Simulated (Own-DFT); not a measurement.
GaP (zincblende, strained, atoms displaced) (calculated)

A calculation, not a measurement: plane-wave PBE density functional theory by an unreviewed code, no spin, of a simulated periodic cell, stress positive in tension, free energy of the whole cell less one offset for each atom, forces on such cells passed a denser k mesh, this cell's mesh not checked; offsets are fitted by least squares, one for each functional and potential file, so energies compare only between cells with the same atoms and settings and are not formation energies; the far tail of each file's local potential was reset to the Coulomb form; each entry is a single point on an unrelaxed cell, so the pressure reflects the starting lattice, mostly measured values (interpolated for alloys), from which strain is counted, and rises with the displacements; printed positions are rounded, which can move forces by about a meV/angstrom; the program, named Own-DFT, is a retired in-house code; no spin-orbit coupling. Program: Own-DFT development build.

GaP (zincblende, strained, atoms displaced)

```xyz
64
Lattice="10.8620 0.0000 0.0000 0.0000 10.8620 0.0000 0.0000 0.0000 10.9361" Properties=species:S:1:pos:R:3 GaP
Ga    10.7634    10.8085    10.8854
Ga    10.7723     2.7576     2.8375
Ga     2.6532    10.7632     2.7180
Ga     2.6464     2.6450    10.8621
P      1.3488     1.4246     1.3554
P      1.2780     3.9959     4.0593
P      4.1413     1.3712     4.0418
P      3.9883     4.1007     1.2815
Ga     0.0827    10.8435     5.4362
Ga     0.0964     2.7019     8.2114
Ga     2.7243     0.0429     8.1639
Ga     2.7473     2.7525     5.3470
P      1.4642     1.3984     6.8492
P      1.2271     4.0472     9.5810
P      4.0776     1.2855     9.3563
P      3.9959     3.9644     6.7373
Ga     0.0749     5.3457    10.9109
Ga     0.0119     8.1664     2.8262
Ga     2.5401     5.4881     2.8217
Ga     2.6666     8.1567    10.9198
P      1.4109     6.6690     1.3289
P      1.4056     9.5608     4.2213
P      3.9948     6.6556     4.0347
P      4.2269     9.5082     1.3878
Ga     0.0091     5.2811     5.4829
Ga     0.0345     8.2342     8.2209
Ga     2.8240     5.3590     8.2021
Ga     2.7774     8.0876     5.4179
P      1.4217     6.8471     6.8218
P      1.3147     9.4622     9.6525
P      4.1760     6.9346     9.6241
P      4.1349     9.5150     6.8263
Ga     5.3909    10.8605    10.9325
Ga     5.3244     2.6498     2.6011
Ga     8.1474     0.0854     2.6331
Ga     8.1835     2.6555     0.0592
P      6.8911     1.3165     1.2981
P      6.9644     4.1377     4.0941
P      9.5716     1.3176     4.0670
P      9.4231     4.1193     1.4216
Ga     5.4677    10.7997     5.5223
Ga     5.4721     2.6736     8.2168
Ga     7.9954    10.7129     8.2521
Ga     8.1770     2.6670     5.5004
P      6.7097     1.3009     6.7832
P      6.8518     4.0508     9.7113
P      9.5498     1.3571     9.5111
P      9.5726     4.0950     6.8471
Ga     5.3206     5.4346    10.8599
Ga     5.3447     8.1136     2.7339
Ga     8.1005     5.1857     2.6358
Ga     8.1946     8.1995     0.0162
P      6.8508     6.7338     1.3869
P      6.8274     9.4462     4.0576
P      9.4808     6.7674     4.2372
P      9.4664     9.4945     1.4100
Ga     5.4864     5.5101     5.3882
Ga     5.2733     8.0696     8.1896
Ga     8.2142     5.5425     8.2745
Ga     8.2211     8.0423     5.5679
P      6.7130     6.6632     6.8569
P      6.9123     9.6109     9.4609
P      9.5662     6.8358     9.5416
P      9.5233     9.4561     6.7487
```

```
functional                        : PBE
potential files                   : PseudoDojo norm-conserving, scalar-relativistic, standard set
wave cutoff                       : 42 hartree
occupations                       : Fermi-Dirac
smearing width                    : 0.1 eV
hardware                          : one NVIDIA H100
k mesh                            : 3 x 3 x 3 centred on Gamma
free energy of cell above offsets : -29.187 eV
pressure                          : 4.53 GPa
stress xx                         : -4.49 GPa
stress yy                         : -4.55 GPa
stress zz                         : -4.55 GPa
stress yz                         : 0.95 GPa
stress xz                         : 0.81 GPa
stress xy                         : -0.76 GPa
wall time                         : 558.6 s
```

Force:
```tsv
element	x (eV/Å)	y (eV/Å)	z (eV/Å)
Ga	0.454	0.67	0.903
Ga	0.063	-0.438	-1.839
Ga	0.742	1.188	-0.359
Ga	0.701	0.256	-0.314
P	-0.786	-1.148	0.376
P	0.825	0.757	0.64
P	-0.759	-1.066	0.478
P	-0.395	-0.204	0.484
Ga	-0.828	0.945	1.179
Ga	-1.022	-0.309	-0.793
Ga	-0.717	-1.781	-0.269
Ga	-0.349	-1.05	-0.29
P	-0.812	-0.115	-0.976
P	2.402	-0.055	-0.581
P	0.333	0.793	2.705
P	1.847	1.24	0.829
Ga	-1.691	0.977	0.759
Ga	-0.168	-0.496	-0.011
Ga	0.684	-1.755	-0.71
Ga	0.834	-0.043	0.904
P	-1.046	1.76	0.008
P	0.507	-1.403	-1.36
P	0.859	1.267	0.419
P	-2.222	-0.129	-0.464
Ga	0.471	1.809	-0.079
Ga	-0.047	-0.695	-0.843
Ga	-0.741	0.816	0.066
Ga	0.154	0.351	0.549
P	-0.279	-1.026	0.45
P	0.655	1.1	-0.862
P	-2.171	-1.789	0.434
P	-1.225	-0.527	-0.089
Ga	0.877	0.438	-1.09
Ga	1.339	0.972	-0.019
Ga	0.257	-1.201	1.452
Ga	0.816	0.334	-0.747
P	-2.029	0.466	0.037
P	-2.658	-2.001	1.161
P	-0.887	-0.311	0.735
P	2.731	-1.789	-2.02
Ga	0.03	-0.053	-1.717
Ga	0.383	0.929	-0.487
Ga	4.284	4.166	-4.369
Ga	0.187	0.068	0.005
P	1.409	0.61	0.794
P	-0.492	0.262	-1.435
P	-0.864	-0.252	-0.199
P	-0.998	-0.949	1.002
Ga	1.408	-0.091	1.076
Ga	1.455	-0.851	0.365
Ga	-0.251	3.872	0.901
Ga	-0.556	-0.616	-0.334
P	-0.876	0.283	-0.45
P	0.013	0.125	0.544
P	0.787	-1.175	-1.772
P	0.848	0.053	0.087
Ga	-0.535	-1.675	-0.143
Ga	2.542	1.416	-1.211
Ga	-0.557	-1.409	-0.339
Ga	-1.489	0.296	-0.388
P	0.571	1.438	0.723
P	-4.488	-4.548	4.365
P	0.358	0.192	0.929
P	0.108	1.099	1.202
```
